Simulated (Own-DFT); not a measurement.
Simulation results for Si4SnGe11 (diamond-structure random alloy, atoms displaced)

A calculation, not a measurement: plane-wave density functional theory by an unreviewed code, no spin, of a simulated periodic cell, stress positive in tension, run twice, with PBE and with PBEsol, both on files made for PBE, so the change isn't that of files made for PBEsol, forces on such cells moved up to 12 meV/angstrom on a denser k mesh; the far tail of each file's local potential was reset to the Coulomb form; each entry is a single point on an unrelaxed cell, so the pressure reflects the starting lattice, mostly measured values (interpolated for alloys), from which strain is counted, and rises with the displacements; printed positions are rounded, which can move forces by about a meV/angstrom; the program, named Own-DFT, is a retired in-house code; no spin-orbit coupling; stress was not checked against mesh or cutoff. Program: Own-DFT development build.

Settings shared by all entries: functional PBE, then PBEsol; potential files PseudoDojo norm-conserving, scalar-relativistic, standard set; wave cutoff 49 hartree; occupations Fermi-Dirac; smearing width 0.1 eV; k mesh 3 x 3 x 3 centred on Gamma.

(1) Si4SnGe11 (diamond-structure random alloy, atoms displaced)

```
Si4SnGe11
1.0
     11.3064     0.0000     0.0000
      0.0000    11.3064     0.0000
      0.0000     0.0000    11.3064
Ge Sn Si Ge Si Sn Si Sn Ge Si Ge Si Ge Sn Ge Si Ge Si Ge Si Ge Si Ge Si Ge Si Ge Si Ge Si Ge
2 1 1 5 1 1 1 1 1 3 1 1 3 1 5 1 2 1 7 1 4 1 4 1 2 2 2 1 2 1 4
Direct
  0.00227 0.99667 0.99728
  0.99604 0.25180 0.25254
  0.25463 0.99348 0.25070
  0.24919 0.25191 0.99976
  0.12464 0.12119 0.12707
  0.12551 0.37374 0.36922
  0.37467 0.12074 0.37266
  0.37236 0.37480 0.12178
  0.99904 0.00490 0.49467
  0.00504 0.25073 0.75282
  0.24917 0.99407 0.75277
  0.24923 0.24797 0.49987
  0.12832 0.12604 0.62845
  0.12450 0.37489 0.87199
  0.37668 0.12144 0.87338
  0.37201 0.38006 0.62882
  0.00076 0.49856 0.00011
  0.99958 0.75003 0.24812
  0.24667 0.50389 0.24858
  0.24749 0.74784 0.00147
  0.12706 0.62535 0.12495
  0.12329 0.87105 0.37731
  0.37261 0.62022 0.37483
  0.38026 0.87740 0.12800
  0.99545 0.50264 0.49569
  0.99986 0.75077 0.74931
  0.24914 0.50357 0.74858
  0.25194 0.74883 0.50028
  0.12686 0.62538 0.62517
  0.12037 0.87649 0.88029
  0.37500 0.62666 0.87226
  0.37550 0.87352 0.62504
  0.49887 0.00394 0.00299
  0.49922 0.25549 0.24643
  0.75357 0.99655 0.25025
  0.75211 0.25303 0.99928
  0.62765 0.12282 0.12642
  0.62504 0.36843 0.37688
  0.87999 0.12779 0.37322
  0.87431 0.37489 0.12348
  0.49926 0.99946 0.49643
  0.49890 0.25165 0.75120
  0.75135 0.99944 0.74937
  0.74762 0.24842 0.50272
  0.62712 0.12501 0.62237
  0.62703 0.37614 0.87244
  0.87504 0.12293 0.87265
  0.87267 0.37642 0.63077
  0.49613 0.50343 0.00355
  0.49739 0.75197 0.25142
  0.74968 0.49893 0.25058
  0.75008 0.74787 0.99546
  0.62176 0.62778 0.12607
  0.62899 0.87397 0.37754
  0.87453 0.62651 0.37571
  0.87554 0.88197 0.11962
  0.50210 0.50430 0.50399
  0.50155 0.75226 0.74768
  0.74849 0.49732 0.75112
  0.75192 0.75256 0.50293
  0.62585 0.62939 0.62829
  0.62831 0.87664 0.87580
  0.87404 0.62411 0.86948
  0.87811 0.87413 0.62834
```

```
PBE pressure                                      : 3.98 GPa
PBE stress xx                                     : -4 GPa
PBE stress yy                                     : -3.92 GPa
PBE stress zz                                     : -4 GPa
PBE stress yz                                     : 0.19 GPa
PBE stress xz                                     : -0.12 GPa
PBE stress xy                                     : 0.15 GPa
PBEsol pressure                                   : 1.31 GPa
PBEsol stress xx                                  : -1.33 GPa
PBEsol stress yy                                  : -1.26 GPa
PBEsol stress zz                                  : -1.34 GPa
PBEsol stress yz                                  : 0.18 GPa
PBEsol stress xz                                  : -0.11 GPa
PBEsol stress xy                                  : 0.14 GPa
rms change of force components from PBE to PBEsol : 0.045 eV/Å
```

Force:
| force element | PBE force x (eV/Å) | PBE force y (eV/Å) | PBE force z (eV/Å) | PBEsol force x (eV/Å) | PBEsol force y (eV/Å) | PBEsol force z (eV/Å) |
| --- | --- | --- | --- | --- | --- | --- |
| Ge | -0.488 | 1.244 | 0.367 | -0.475 | 1.192 | 0.359 |
| Ge | 0.317 | 0.226 | -1.223 | 0.338 | 0.178 | -1.137 |
| Sn | -1.374 | 0.295 | 0.247 | -1.333 | 0.291 | 0.237 |
| Si | 0.095 | -0.817 | -0.459 | 0.064 | -0.769 | -0.417 |
| Ge | -0.559 | 1.405 | -1.029 | -0.572 | 1.327 | -0.972 |
| Ge | 0.426 | 0.305 | 0.677 | 0.34 | 0.284 | 0.651 |
| Ge | 0.966 | 2.209 | 1.25 | 0.966 | 2.103 | 1.186 |
| Ge | -0.699 | 0.364 | 0.297 | -0.606 | 0.361 | 0.294 |
| Ge | -0.395 | -1.288 | 0.083 | -0.383 | -1.251 | 0.077 |
| Si | -1.699 | 0.773 | 0.586 | -1.67 | 0.761 | 0.58 |
| Sn | 1.877 | -1.184 | 1.124 | 1.735 | -1.155 | 1.1 |
| Si | 1.513 | 1.569 | -0.927 | 1.453 | 1.502 | -0.946 |
| Sn | -1.567 | 1.358 | -1.615 | -1.532 | 1.23 | -1.577 |
| Ge | 0.079 | 0.127 | 0.739 | 0.114 | 0.162 | 0.689 |
| Si | 0.416 | 1.559 | 1.368 | 0.444 | 1.498 | 1.316 |
| Si | 0.367 | -0.434 | -1.032 | 0.356 | -0.422 | -0.938 |
| Si | -0.29 | 0.002 | 0.041 | -0.244 | 0.043 | -0.003 |
| Ge | -0.263 | 0.166 | -0.119 | -0.245 | 0.163 | -0.107 |
| Si | -0.736 | -1.691 | -1.171 | -0.728 | -1.656 | -1.151 |
| Ge | 0.642 | 0.522 | -0.135 | 0.613 | 0.507 | -0.13 |
| Ge | -0.634 | -0.623 | -0.04 | -0.609 | -0.529 | -0.045 |
| Ge | -0.769 | -0.567 | 0.69 | -0.742 | -0.55 | 0.664 |
| Sn | 0.787 | 0.098 | -0.222 | 0.719 | 0.153 | -0.173 |
| Ge | 1.08 | -1.937 | -1.669 | 1.012 | -1.836 | -1.649 |
| Ge | 0.873 | -0.359 | 0.866 | 0.81 | -0.365 | 0.805 |
| Ge | 0.677 | -0.523 | -0.02 | 0.613 | -0.467 | 0.012 |
| Ge | -0.167 | -0.158 | -0.156 | -0.159 | -0.151 | -0.082 |
| Ge | -1.074 | 0.927 | 1.571 | -1.047 | 0.899 | 1.461 |
| Si | -0.435 | 0.1 | -0.316 | -0.423 | 0.1 | -0.31 |
| Ge | -0.274 | -1.874 | 0.377 | -0.273 | -1.814 | 0.372 |
| Ge | -0.013 | 0.155 | 0.198 | -0.019 | 0.145 | 0.196 |
| Si | 0.953 | -0.786 | -1.1 | 0.934 | -0.779 | -1.087 |
| Ge | 0.26 | -0.097 | -0.644 | 0.285 | -0.131 | -0.58 |
| Ge | -0.062 | -0.858 | 0.236 | -0.052 | -0.837 | 0.229 |
| Ge | -0.38 | 0.289 | 0.524 | -0.331 | 0.32 | 0.463 |
| Ge | 0.059 | -0.319 | 0.139 | 0.019 | -0.346 | 0.098 |
| Ge | 0.023 | 0.544 | 0.066 | 0.015 | 0.525 | 0.057 |
| Ge | -0.368 | 1.159 | 0.273 | -0.324 | 1.093 | 0.232 |
| Ge | -1.235 | -0.187 | 0.21 | -1.18 | -0.184 | 0.202 |
| Si | 0.347 | 0.454 | -0.03 | 0.299 | 0.402 | 0.013 |
| Ge | 0.577 | -0.247 | 0.702 | 0.522 | -0.202 | 0.645 |
| Ge | -0.114 | -0.427 | -0.531 | -0.071 | -0.38 | -0.483 |
| Ge | -0.415 | 0.335 | -0.449 | -0.363 | 0.29 | -0.396 |
| Ge | 0.565 | -0.245 | 0.1 | 0.578 | -0.198 | 0.054 |
| Si | -0.596 | -0.286 | 0.408 | -0.581 | -0.277 | 0.398 |
| Ge | -0.684 | -0.003 | 0.814 | -0.654 | -0.007 | 0.78 |
| Ge | 0.505 | 0.632 | 0.072 | 0.459 | 0.575 | 0.099 |
| Ge | 0.749 | -0.557 | -0.432 | 0.684 | -0.506 | -0.448 |
| Ge | 0.693 | 0.023 | -0.364 | 0.635 | -0.011 | -0.385 |
| Si | 1.765 | 0.552 | -0.569 | 1.651 | 0.552 | -0.56 |
| Ge | -0.252 | 0.066 | -0.427 | -0.243 | 0.061 | -0.352 |
| Ge | -0.1 | -0.136 | 0.764 | -0.07 | -0.093 | 0.695 |
| Si | 0.075 | 0.172 | 0.305 | 0.108 | 0.129 | 0.26 |
| Si | -0.282 | -0.47 | -0.23 | -0.284 | -0.384 | -0.231 |
| Ge | -0.62 | 0.515 | -0.18 | -0.559 | 0.455 | -0.203 |
| Ge | -0.096 | -1.195 | 0.219 | -0.084 | -1.151 | 0.212 |
| Si | 0.711 | -1.613 | 0.966 | 0.734 | -1.546 | 0.924 |
| Ge | -0.321 | 0.442 | 0.239 | -0.273 | 0.387 | 0.261 |
| Ge | -0.087 | 0.635 | -0.255 | -0.082 | 0.615 | -0.246 |
| Si | -0.171 | -0.002 | -0.217 | -0.122 | -0.039 | -0.163 |
| Ge | 0.314 | -0.395 | -0.749 | 0.3 | -0.382 | -0.654 |
| Ge | -0.617 | 0.15 | 0.035 | -0.586 | 0.137 | 0.033 |
| Ge | 0.477 | -0.421 | 0.731 | 0.427 | -0.371 | 0.676 |
| Ge | -0.348 | 0.333 | -0.978 | -0.307 | 0.35 | -0.905 |

(2) Si4SnGe11 (diamond-structure random alloy, atoms displaced)

```
Si4SnGe11
1.0
     11.3064     0.0000     0.0000
      0.0000    11.3064     0.0000
      0.0000     0.0000    11.3064
Sn Ge Si Ge Si Ge Si Ge Si Ge Sn Ge Sn Ge Si Ge Si Ge Si Ge Si Ge Sn Ge Si Ge Si Ge Si Ge
1 3 1 3 1 4 1 2 1 3 1 2 1 1 2 3 1 2 3 6 2 2 1 3 1 2 2 6 1 2
Direct
  0.99611 0.99851 0.99492
  0.99682 0.25124 0.24717
  0.24856 0.00322 0.25302
  0.25109 0.25249 0.99903
  0.12442 0.12357 0.12718
  0.12335 0.37693 0.37726
  0.37537 0.12090 0.37846
  0.36967 0.37570 0.12496
  0.00303 0.99593 0.50004
  0.99874 0.25239 0.75496
  0.24976 0.00176 0.74540
  0.25025 0.25134 0.49902
  0.12578 0.12583 0.62476
  0.12611 0.37715 0.87282
  0.38055 0.13161 0.87534
  0.37637 0.37673 0.62211
  0.00306 0.49698 0.00040
  0.99889 0.75096 0.24726
  0.24612 0.49909 0.25155
  0.24701 0.74574 0.99774
  0.12764 0.62102 0.12617
  0.12542 0.87236 0.37435
  0.37303 0.62397 0.37402
  0.37255 0.87648 0.12305
  0.00172 0.50156 0.49773
  0.00576 0.74567 0.74973
  0.25057 0.50201 0.74727
  0.24642 0.74991 0.50157
  0.12831 0.62238 0.62683
  0.12512 0.87592 0.87499
  0.37535 0.62909 0.87528
  0.37122 0.87312 0.62906
  0.49915 0.00291 0.00091
  0.50033 0.24640 0.25369
  0.75075 0.00143 0.25179
  0.74598 0.24776 0.99901
  0.62202 0.12277 0.12750
  0.62666 0.37341 0.37162
  0.87443 0.12569 0.37575
  0.87076 0.37591 0.12134
  0.49722 0.00353 0.50143
  0.50257 0.24707 0.74806
  0.74982 0.00160 0.74994
  0.74788 0.24893 0.49633
  0.62014 0.12659 0.62416
  0.62859 0.37795 0.87164
  0.87713 0.12774 0.86973
  0.87679 0.37669 0.62100
  0.49954 0.50336 0.99796
  0.49672 0.75105 0.25426
  0.74705 0.49673 0.25318
  0.74913 0.74406 0.99672
  0.62622 0.62404 0.12854
  0.62591 0.87251 0.37222
  0.87348 0.62933 0.37860
  0.87305 0.87620 0.12236
  0.49572 0.49958 0.49839
  0.49959 0.75342 0.74847
  0.75057 0.50424 0.74943
  0.74801 0.75027 0.49970
  0.62621 0.62790 0.62275
  0.62047 0.87218 0.87225
  0.87449 0.62242 0.87583
  0.87585 0.87699 0.62621
```

```
PBE pressure                                      : 3.97 GPa
PBE stress xx                                     : -3.92 GPa
PBE stress yy                                     : -4 GPa
PBE stress zz                                     : -3.99 GPa
PBE stress yz                                     : 0.53 GPa
PBE stress xz                                     : 0.09 GPa
PBE stress xy                                     : 0.05 GPa
PBEsol pressure                                   : 1.3 GPa
PBEsol stress xx                                  : -1.26 GPa
PBEsol stress yy                                  : -1.33 GPa
PBEsol stress zz                                  : -1.32 GPa
PBEsol stress yz                                  : 0.5 GPa
PBEsol stress xz                                  : 0.08 GPa
PBEsol stress xy                                  : 0.04 GPa
rms change of force components from PBE to PBEsol : 0.046 eV/Å
```

Force:
| force element | PBE force x (eV/Å) | PBE force y (eV/Å) | PBE force z (eV/Å) | PBEsol force x (eV/Å) | PBEsol force y (eV/Å) | PBEsol force z (eV/Å) |
| --- | --- | --- | --- | --- | --- | --- |
| Sn | 2.027 | -0.685 | 2.289 | 1.944 | -0.716 | 2.19 |
| Ge | 0.397 | -0.104 | -0.066 | 0.351 | -0.068 | -0.032 |
| Ge | -0.982 | 0.683 | 0.391 | -0.914 | 0.621 | 0.419 |
| Ge | -0.873 | -0.314 | 0.045 | -0.778 | -0.301 | 0.049 |
| Si | 0.561 | 0.913 | 0.315 | 0.554 | 0.897 | 0.315 |
| Ge | -0.06 | -0.549 | -0.407 | -0.055 | -0.521 | -0.393 |
| Ge | -0.056 | 0.96 | -0.52 | -0.086 | 0.893 | -0.467 |
| Ge | 1.093 | -0.184 | 0.466 | 1.022 | -0.154 | 0.421 |
| Si | -0.27 | 0.463 | -0.034 | -0.261 | 0.448 | -0.035 |
| Ge | 1.946 | 1.874 | -2.068 | 1.856 | 1.781 | -2.038 |
| Ge | 0.204 | 0.191 | 0.978 | 0.196 | 0.178 | 0.942 |
| Ge | -0.006 | -0.08 | 0.054 | -0.002 | -0.08 | 0.056 |
| Ge | -0.628 | 0.062 | -0.325 | -0.57 | 0.085 | -0.282 |
| Si | 0.114 | 0.384 | 0.098 | 0.113 | 0.296 | 0.092 |
| Ge | -0.705 | -0.683 | -0.153 | -0.674 | -0.659 | -0.145 |
| Ge | -0.422 | -0.204 | 0.76 | -0.376 | -0.227 | 0.692 |
| Si | -1.072 | -0.981 | -1.241 | -1.096 | -0.93 | -1.176 |
| Ge | -1.243 | 0.479 | 1.101 | -1.166 | 0.5 | 1.04 |
| Ge | 1.55 | -1.286 | 1.325 | 1.505 | -1.245 | 1.284 |
| Ge | 0.596 | 0.423 | -1.906 | 0.548 | 0.453 | -1.811 |
| Sn | -1.119 | 0.233 | -0.471 | -1.041 | 0.276 | -0.411 |
| Ge | -0.432 | 0.471 | 0.169 | -0.381 | 0.426 | 0.132 |
| Ge | -0.226 | 0.096 | 0.274 | -0.219 | 0.09 | 0.265 |
| Sn | -0.238 | -0.259 | 0.128 | -0.233 | -0.248 | 0.132 |
| Ge | -0.479 | 0.563 | 0.068 | -0.424 | 0.507 | 0.1 |
| Si | -0.621 | 0.402 | 0.144 | -0.607 | 0.396 | 0.14 |
| Si | 0.49 | -0.253 | 0.889 | 0.482 | -0.242 | 0.793 |
| Ge | 0.464 | -0.169 | -0.095 | 0.446 | -0.167 | -0.095 |
| Ge | -0.431 | 0.076 | 0.079 | -0.417 | 0.078 | -0.002 |
| Ge | 1.027 | -1.413 | -1.551 | 1.023 | -1.344 | -1.474 |
| Si | -0.203 | -0.527 | -0.582 | -0.165 | -0.48 | -0.534 |
| Ge | 0.274 | 0.309 | -0.778 | 0.263 | 0.307 | -0.751 |
| Ge | 1.238 | 0.288 | -1.425 | 1.169 | 0.316 | -1.349 |
| Si | -0.462 | 0.298 | -0.435 | -0.455 | 0.289 | -0.423 |
| Si | -0.316 | -0.536 | -0.009 | -0.269 | -0.485 | -0.05 |
| Si | -0.702 | 0.886 | 0.808 | -0.688 | 0.871 | 0.794 |
| Ge | 0.593 | 0.474 | 0.215 | 0.539 | 0.424 | 0.167 |
| Ge | -0.355 | -0.262 | 0.317 | -0.378 | -0.227 | 0.34 |
| Ge | 0.111 | -0.488 | 0.301 | 0.144 | -0.438 | 0.255 |
| Ge | -0.185 | 0.084 | -0.082 | -0.146 | 0.048 | -0.043 |
| Ge | 0.538 | -1.433 | -0.095 | 0.481 | -1.345 | -0.065 |
| Ge | -0.133 | 1.176 | 0.104 | -0.129 | 1.13 | 0.097 |
| Si | -1.508 | -1.302 | -0.87 | -1.445 | -1.246 | -0.889 |
| Si | 0.139 | 0.127 | 0.498 | 0.131 | 0.127 | 0.484 |
| Ge | 1.325 | -0.353 | -0.245 | 1.208 | -0.338 | -0.23 |
| Ge | -0.292 | -0.458 | 0.469 | -0.31 | -0.411 | 0.421 |
| Sn | -2.929 | 1.061 | -0.42 | -2.761 | 1.041 | -0.417 |
| Ge | -0.496 | -0.371 | 0.017 | -0.446 | -0.328 | 0.05 |
| Ge | -0.224 | -0.133 | 0.038 | -0.184 | -0.152 | 0.07 |
| Ge | 1.25 | -0.631 | 0.439 | 1.174 | -0.652 | 0.392 |
| Si | 0.883 | 0.798 | -0.121 | 0.828 | 0.746 | -0.15 |
| Ge | -0.451 | 0.846 | 0.176 | -0.406 | 0.782 | 0.201 |
| Ge | -0.133 | -0.173 | 0.24 | -0.16 | -0.14 | 0.189 |
| Si | -0.009 | 0.786 | 0.245 | -0.048 | 0.727 | 0.277 |
| Si | -0.086 | -0.65 | -0.722 | -0.052 | -0.603 | -0.673 |
| Ge | -1.47 | -0.937 | 1.328 | -1.386 | -0.944 | 1.253 |
| Ge | 0.838 | 0.189 | -0.152 | 0.803 | 0.181 | -0.146 |
| Ge | -0.09 | -0.58 | 0.404 | -0.099 | -0.562 | 0.325 |
| Ge | 0.168 | -0.332 | -0.495 | 0.16 | -0.319 | -0.47 |
| Ge | 0.333 | 0.515 | -0.356 | 0.317 | 0.492 | -0.273 |
| Ge | -0.555 | -0.368 | 0.13 | -0.53 | -0.351 | 0.127 |
| Si | 0.818 | 0.795 | 0.234 | 0.767 | 0.745 | 0.26 |
| Ge | 1.209 | 0.042 | -0.144 | 1.098 | 0.042 | -0.138 |
| Ge | 0.274 | -0.245 | 0.231 | 0.237 | -0.269 | 0.196 |

(3) Si4SnGe11 (diamond-structure random alloy, atoms displaced)

```
Si4SnGe11
1.0
     11.3064     0.0000     0.0000
      0.0000    11.3064     0.0000
      0.0000     0.0000    11.3064
Ge Si Ge Si Ge Si Ge Sn Si Ge Si Ge Si Ge Sn Ge Si Ge Si Ge Si Ge Si Ge Sn Ge Si Sn Ge
1 1 1 2 6 2 5 1 1 2 1 5 1 2 1 7 1 2 1 2 2 2 1 4 1 4 3 1 1
Direct
  0.00114 0.00280 0.99961
  0.99651 0.24481 0.24964
  0.24481 0.00455 0.24768
  0.25092 0.24881 0.00256
  0.12443 0.12722 0.12312
  0.12533 0.37536 0.37771
  0.37206 0.12454 0.37045
  0.37431 0.37550 0.12456
  0.00125 0.00433 0.50216
  0.00295 0.24631 0.75071
  0.25393 0.99715 0.75006
  0.24952 0.24797 0.50139
  0.12721 0.12255 0.62255
  0.12616 0.37427 0.87731
  0.37420 0.12375 0.87120
  0.37949 0.37413 0.62058
  0.99984 0.49779 0.99807
  0.99782 0.74433 0.25035
  0.25056 0.49991 0.24893
  0.25028 0.75130 0.00302
  0.12747 0.61847 0.12380
  0.12252 0.87596 0.37785
  0.36935 0.62729 0.37678
  0.37877 0.87120 0.12472
  0.99834 0.49797 0.50492
  0.99842 0.74845 0.74679
  0.24626 0.50458 0.74867
  0.24606 0.75394 0.49902
  0.12953 0.62563 0.62367
  0.13160 0.87228 0.87562
  0.37381 0.62413 0.87466
  0.37643 0.87450 0.62579
  0.49818 0.00129 0.99897
  0.49874 0.25373 0.24827
  0.75272 0.00080 0.25023
  0.75198 0.25111 0.99967
  0.62188 0.12438 0.12493
  0.62833 0.37115 0.37221
  0.87320 0.12484 0.37496
  0.87267 0.37718 0.12101
  0.49820 0.00082 0.49840
  0.49851 0.25080 0.74943
  0.74586 0.99923 0.75150
  0.75275 0.25106 0.50356
  0.62351 0.12377 0.62872
  0.62284 0.37722 0.87675
  0.87695 0.12379 0.87633
  0.87856 0.37562 0.62265
  0.49791 0.50394 0.00148
  0.50010 0.74752 0.25206
  0.75105 0.50149 0.24842
  0.75165 0.75525 0.99762
  0.61912 0.62699 0.12347
  0.62718 0.87395 0.37153
  0.87526 0.62195 0.37795
  0.87582 0.87757 0.12501
  0.49902 0.49744 0.49556
  0.50056 0.75294 0.74943
  0.75202 0.49889 0.75165
  0.75129 0.75103 0.50210
  0.62432 0.62584 0.62868
  0.62037 0.87552 0.87731
  0.87328 0.62335 0.87284
  0.87703 0.87243 0.61911
```

```
PBE pressure                                      : 3.91 GPa
PBE stress xx                                     : -3.85 GPa
PBE stress yy                                     : -3.9 GPa
PBE stress zz                                     : -3.99 GPa
PBE stress yz                                     : 0.14 GPa
PBE stress xz                                     : -0.44 GPa
PBE stress xy                                     : -0.15 GPa
PBEsol pressure                                   : 1.24 GPa
PBEsol stress xx                                  : -1.18 GPa
PBEsol stress yy                                  : -1.23 GPa
PBEsol stress zz                                  : -1.32 GPa
PBEsol stress yz                                  : 0.13 GPa
PBEsol stress xz                                  : -0.41 GPa
PBEsol stress xy                                  : -0.14 GPa
rms change of force components from PBE to PBEsol : 0.046 eV/Å
```

Force:
| force element | PBE force x (eV/Å) | PBE force y (eV/Å) | PBE force z (eV/Å) | PBEsol force x (eV/Å) | PBEsol force y (eV/Å) | PBEsol force z (eV/Å) |
| --- | --- | --- | --- | --- | --- | --- |
| Ge | 0.299 | -0.053 | -0.161 | 0.287 | -0.117 | -0.151 |
| Si | 0.255 | 0.858 | -0.489 | 0.238 | 0.843 | -0.404 |
| Ge | 0.149 | -0.691 | -0.304 | 0.186 | -0.699 | -0.248 |
| Si | -0.077 | -0.171 | -0.203 | -0.031 | -0.126 | -0.241 |
| Si | -0.241 | 0.479 | 0.082 | -0.238 | 0.385 | 0.085 |
| Ge | -1.148 | -1.697 | 0.704 | -1.117 | -1.587 | 0.683 |
| Ge | -0.008 | 0.537 | 0.525 | 0.019 | 0.488 | 0.477 |
| Ge | 0.84 | -1.178 | -1.365 | 0.853 | -1.107 | -1.285 |
| Ge | -0.055 | -0.084 | -0.126 | -0.094 | -0.132 | -0.161 |
| Ge | -0.091 | -0.272 | -0.159 | -0.088 | -0.194 | -0.152 |
| Ge | -1.78 | 1.46 | 0.654 | -1.691 | 1.383 | 0.671 |
| Si | -0.045 | -0.118 | -0.053 | 0 | -0.069 | -0.095 |
| Si | 0.404 | 0.396 | 0.443 | 0.357 | 0.346 | 0.471 |
| Ge | 0.356 | -0.386 | -0.082 | 0.307 | -0.332 | -0.113 |
| Ge | -0.304 | 0.587 | 0.711 | -0.261 | 0.53 | 0.652 |
| Ge | -1.085 | -0.065 | 0.28 | -1.011 | -0.042 | 0.296 |
| Ge | 0.567 | -0.896 | 1.156 | 0.59 | -0.834 | 1.087 |
| Ge | 1.35 | 1.413 | -1.22 | 1.31 | 1.37 | -1.178 |
| Sn | 0.397 | -0.127 | 0.979 | 0.335 | -0.166 | 0.904 |
| Si | 0.166 | -0.564 | -0.115 | 0.164 | -0.553 | -0.115 |
| Ge | -1.316 | 2.014 | -1.485 | -1.309 | 1.918 | -1.413 |
| Ge | -0.291 | 0.172 | -0.802 | -0.277 | 0.167 | -0.768 |
| Si | 1.483 | 1.016 | 0.592 | 1.415 | 0.963 | 0.618 |
| Ge | -0.48 | 0.134 | 0.387 | -0.463 | 0.196 | 0.367 |
| Ge | 1.954 | -0.274 | 0.717 | 1.86 | -0.303 | 0.665 |
| Ge | 1.676 | 0.796 | -0.917 | 1.594 | 0.801 | -0.867 |
| Ge | 0.465 | -0.617 | -0.214 | 0.49 | -0.627 | -0.16 |
| Ge | -0.439 | -1.502 | -0.633 | -0.432 | -1.39 | -0.616 |
| Si | -0.808 | 0.132 | -0.131 | -0.795 | 0.133 | -0.126 |
| Ge | -0.643 | 0.017 | 0.114 | -0.651 | 0.052 | 0.071 |
| Ge | -0.271 | 0.703 | 0.175 | -0.238 | 0.651 | 0.144 |
| Sn | -0.047 | -0.122 | -0.707 | -0.051 | -0.113 | -0.679 |
| Ge | 0.168 | -0.34 | -0.183 | 0.13 | -0.298 | -0.144 |
| Ge | 0.031 | -0.51 | 0.102 | 0.034 | -0.497 | 0.098 |
| Ge | -0.452 | -0.035 | -0.208 | -0.44 | -0.037 | -0.195 |
| Ge | -0.211 | 0.014 | -0.35 | -0.239 | -0.014 | -0.31 |
| Ge | 0.426 | 0.21 | 0.033 | 0.412 | 0.207 | 0.032 |
| Ge | -0.005 | 0.322 | 0.111 | -0.011 | 0.315 | 0.105 |
| Ge | 0.353 | 0.271 | 0.052 | 0.309 | 0.226 | 0.083 |
| Si | 0.535 | -0.519 | 0.749 | 0.488 | -0.476 | 0.701 |
| Ge | 1.167 | 0.908 | -1.213 | 1.131 | 0.885 | -1.175 |
| Ge | 0.443 | 0.396 | 0.476 | 0.396 | 0.347 | 0.421 |
| Si | 0.578 | -0.329 | 0.426 | 0.564 | -0.317 | 0.345 |
| Ge | -0.39 | -0.32 | -0.127 | -0.377 | -0.307 | -0.13 |
| Ge | 0.363 | -0.048 | -0.232 | 0.31 | -0.008 | -0.26 |
| Si | 0.119 | -0.182 | -0.099 | 0.119 | -0.183 | -0.094 |
| Si | -0.601 | -0.139 | -0.534 | -0.554 | -0.1 | -0.484 |
| Ge | -0.287 | -0.476 | 0.994 | -0.275 | -0.456 | 0.953 |
| Ge | 0.156 | -0.758 | -0.577 | 0.122 | -0.695 | -0.526 |
| Si | -0.42 | -0.099 | 0.388 | -0.371 | -0.058 | 0.34 |
| Ge | -1.068 | -1.198 | -1.405 | -1.067 | -1.136 | -1.329 |
| Ge | -1.449 | 0.765 | 0.885 | -1.374 | 0.708 | 0.892 |
| Ge | 0.687 | 0.41 | 0.39 | 0.694 | 0.358 | 0.345 |
| Ge | -0.123 | -0.313 | 0.436 | -0.111 | -0.237 | 0.419 |
| Sn | -0.564 | 0.375 | 0.486 | -0.506 | 0.321 | 0.424 |
| Ge | 0.286 | -0.187 | 0.074 | 0.272 | -0.184 | 0.071 |
| Ge | 0.455 | 1.056 | 0.016 | 0.438 | 0.954 | 0.029 |
| Ge | 1.47 | -1.553 | 1.416 | 1.357 | -1.509 | 1.375 |
| Ge | -2.045 | -1.4 | -1.521 | -1.918 | -1.351 | -1.475 |
| Si | -1.51 | 0.285 | 0.732 | -1.441 | 0.32 | 0.687 |
| Si | 0.31 | -0.056 | -0.597 | 0.272 | -0.088 | -0.549 |
| Si | 0.614 | 0.342 | -0.401 | 0.558 | 0.297 | -0.356 |
| Sn | 0.41 | 0.516 | 0.589 | 0.405 | 0.501 | 0.569 |
| Ge | -0.677 | 0.695 | 0.738 | -0.584 | 0.676 | 0.719 |
